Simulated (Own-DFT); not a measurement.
# Strain and stress in wurtzite GaN, 96 atoms (Ga48N48)

Calculated results; nothing here was measured. The program, named Own-DFT, is a retired in-house plane-wave density functional code that no person has reviewed. Each row is one single-point run on a periodic cell that was not relaxed, without spin or spin-orbit coupling.

Settings of every run: PBE; PseudoDojo norm-conserving scalar-relativistic files; cutoff 42 hartree; 3 x 4 x 3 k mesh centred on Gamma; Fermi-Dirac smearing of 0.1 eV.

Known limits: forces on such cells passed a denser k mesh, each cell not checked; stress not checked against mesh or cutoff.

Unstrained cell vectors in Å: (12.756, 0.000, 0.000); (-4.783, 8.285, 0.000); (0.000, 0.000, 10.370). The unstrained cell has measured lattice constants (interpolated for alloys), not those of this functional. That, the random moves and any unrelaxed bonds set the pressure at no strain. Each run strains this cell uniformly, with the atoms carried along. Every atom was also moved at random, by a Gaussian of width 0.05 Å on each axis. Strain is the symmetric tensor, in per cent. Stress is positive in tension, and the pressure is minus a third of its trace.

```
run,e_xx (%),e_yy (%),e_zz (%),e_yz (%),e_xz (%),e_xy (%),s_xx (GPa),s_yy (GPa),s_zz (GPa),s_yz (GPa),s_xz (GPa),s_xy (GPa),P (GPa),E (meV/atom)
1,0.62,1.24,-0.48,2.00,-0.34,-0.14,-5.31,-2.30,-8.70,3.38,-0.85,-0.42,5.44,27.8
2,-1.57,0.23,1.22,1.74,0.91,1.17,-13.09,-8.21,-4.82,4.28,1.94,3.44,8.71,48.6
3,0.70,1.04,1.44,0.14,0.80,1.72,-3.57,-2.52,-0.15,-0.58,1.92,5.93,2.08,14.3
4,-1.97,-1.40,-0.31,0.73,1.43,0.11,-16.37,-16.60,-14.07,1.64,2.89,0.63,15.68,51.9
5,-0.72,0.05,-0.94,-0.34,-0.38,0.67,-11.70,-8.26,-13.26,-0.54,-0.40,2.69,11.07,23.8
6,0.09,0.90,0.27,-1.91,1.64,1.11,-4.59,-5.93,-5.83,-3.82,3.16,3.59,5.45,23.3
7,-1.15,0.03,-1.03,-1.59,-1.81,-1.16,-12.82,-10.42,-14.84,-4.54,-4.25,-4.31,12.69,48.5
8,0.45,0.85,1.41,-0.38,0.64,-1.38,-4.59,-1.99,-0.18,-0.72,0.62,-3.92,2.25,0.0
9,-0.97,0.48,-1.86,0.37,1.63,-0.48,-12.89,-8.03,-18.07,1.32,3.57,-2.37,12.99,39.7
10,1.67,-0.92,-0.17,-1.67,-1.99,1.38,-3.63,-9.02,-8.67,-2.85,-4.30,4.99,7.11,34.3
11,0.70,-0.57,-0.56,-0.65,0.31,-0.38,-5.56,-10.06,-9.29,-1.30,1.36,-1.36,8.31,17.1
12,1.96,-1.61,0.98,-1.32,-0.03,0.66,-1.40,-10.68,-4.32,-2.77,-0.57,1.45,5.47,20.0
13,1.28,-0.56,-1.45,-1.91,0.81,0.83,-3.31,-8.99,-14.74,-3.73,1.93,2.80,9.01,19.5
14,1.28,-1.83,1.03,1.87,0.72,-0.41,-3.06,-13.39,-4.31,4.49,0.74,0.51,6.92,25.9
15,1.01,-1.14,-0.12,0.35,0.49,1.92,-3.31,-12.50,-9.35,-0.11,1.23,5.18,8.39,25.2
16,-1.07,0.89,-1.39,-0.36,1.54,-0.66,-12.02,-5.62,-15.81,-0.79,4.19,-2.19,11.15,35.3
17,1.12,-0.50,-0.30,1.65,-0.09,1.73,-2.16,-9.40,-10.72,2.77,0.64,4.94,7.42,27.9
18,0.12,-0.78,-0.52,-0.62,-1.08,0.54,?,?,?,?,?,?,?,?
```

E is the free energy for each atom above the lowest run shown.

## Worked fit

Each stress component was fitted by least squares to a constant and the strains of the runs shown, as fractions, with shears doubled. Shear strains stay in the fit of a normal stress only where such slopes are resolved. The slopes, in GPa:

```
stress  at no strain  per e_xx  per e_yy  per e_zz  scatter
  s_xx          -7.6  392 ± 24   70 ± 28   61 ± 26     1.03
  s_yy          -8.0  129 ± 20  408 ± 24   50 ± 22     0.89
  s_zz          -8.7  114 ± 16  119 ± 19  465 ± 18     0.72
```

Each shear stress against twice its own strain: yz 101 ± 7, xz 108 ± 5, xy 150 ± 10 GPa. These are stiffnesses along x, y and z of the frame in which the cell vectors are given, which need not be the crystal's axes. The atoms are held to the strained lattice; where symmetry lets them move under strain, relaxing them would lower some slopes. The table should be nearly symmetric about its diagonal, and what it lacks of that shows the noise. A ninth of its sum, 201 ± 4 GPa, estimates the bulk modulus near the mean pressure of these runs, 8.2 GPa, so it lies above the value at zero pressure.

## Withheld run

Question: what normal stresses and pressure should run 18 give?

The fit gives s_xx = -8.0, s_yy = -11.2, s_zz = -11.8 and P = 10.4 GPa. The calculation gave -9.00, -10.66, -10.58 and P = 10.08 GPa.
